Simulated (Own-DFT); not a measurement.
# One host, several defects: zincblende GaAs

Source: density functional calculations with Own-DFT, an unreviewed in-house program that is no longer used. Nothing was measured or relaxed, and spin and spin-orbit coupling are left out.

Method: PBE; PseudoDojo norm-conserving scalar-relativistic files; cutoff 42 hartree; 3 x 3 x 3 k mesh centred on Gamma; Fermi-Dirac smearing of 0.1 eV.

Limits (not all hold for every row): not probed for a lower state with spin; forces not confirmed at this smearing and k mesh; stress not checked against mesh or cutoff.

All runs share one cell, with vectors in Å (10.862, 0.000, 0.000); (0.000, 10.862, 0.000); (0.000, 0.000, 11.796) and a volume of 1391.7 Å³, strained against the parent crystal. Atoms were moved at random from their sites; u is the rms move along one axis. The defect's site can differ from row to row.

| cell | formula | u (Å) | P (GPa) |
|---|---|---|---|
| no defect | As32Ga32 | 0.0308 | 6.68 |
| no defect | As32Ga32 | 0.0322 | 6.68 |
| no defect | As32Ga32 | 0.0494 | 7.03 |
| one In on a Ga site | As32Ga31In | 0.0278 | 7.42 |
| one In on a Ga site | As32Ga31In | 0.0289 | 7.34 |
| one In on a Ga site | As32Ga31In | 0.0308 | 7.43 |
| one As vacancy and one Ga vacancy | As31Ga31 | 0.0303 | 5.95 |
| one As vacancy and one Ga vacancy | As31Ga31 | 0.0470 | 6.34 |
| one As vacancy and one Ga vacancy | As31Ga31 | 0.0473 | 6.29 |
| one P on an As site | As31Ga32P | 0.0273 | ? |
| one P on an As site | As31Ga32P | 0.0312 | 6.37 |
| one P on an As site | As31Ga32P | 0.0485 | 6.69 |
| one P on an As site | As31Ga32P | 0.0516 | 6.81 |
| one Al on a Ga site | AlAs32Ga31 | 0.0305 | 6.64 |
| one Al on a Ga site | AlAs32Ga31 | 0.0474 | 6.93 |
| one Al on a Ga site | AlAs32Ga31 | 0.0517 | 7.08 |

## Fit

P = P0 + c u² + a shift for each defect gives P0 = 6.42 GPa, c = 254 ± 14 GPa/Å² and a scatter of 0.03 GPa. The shifts, and each times the cell's volume:

- one In on a Ga site: 0.76 ± 0.03 GPa, 6.6 eV
- one Al on a Ga site: -0.03 ± 0.03 GPa, -0.3 eV (not resolved)
- one P on an As site: -0.30 ± 0.03 GPa, -2.6 eV
- one As vacancy and one Ga vacancy: -0.68 ± 0.03 GPa, -5.9 eV

Against the defect-free cell, a freed cell would be larger where the shift is positive and smaller where it is negative (160.2 GPa Å³ is 1 eV). The atoms around the defects weren't relaxed, which would change these numbers.

## The run left out

The question: what pressure belongs in the blank (one P on an As site, u = 0.0273 Å)?

The fitted form gives 6.31 ± 0.04 GPa. Computed: 6.33 GPa.
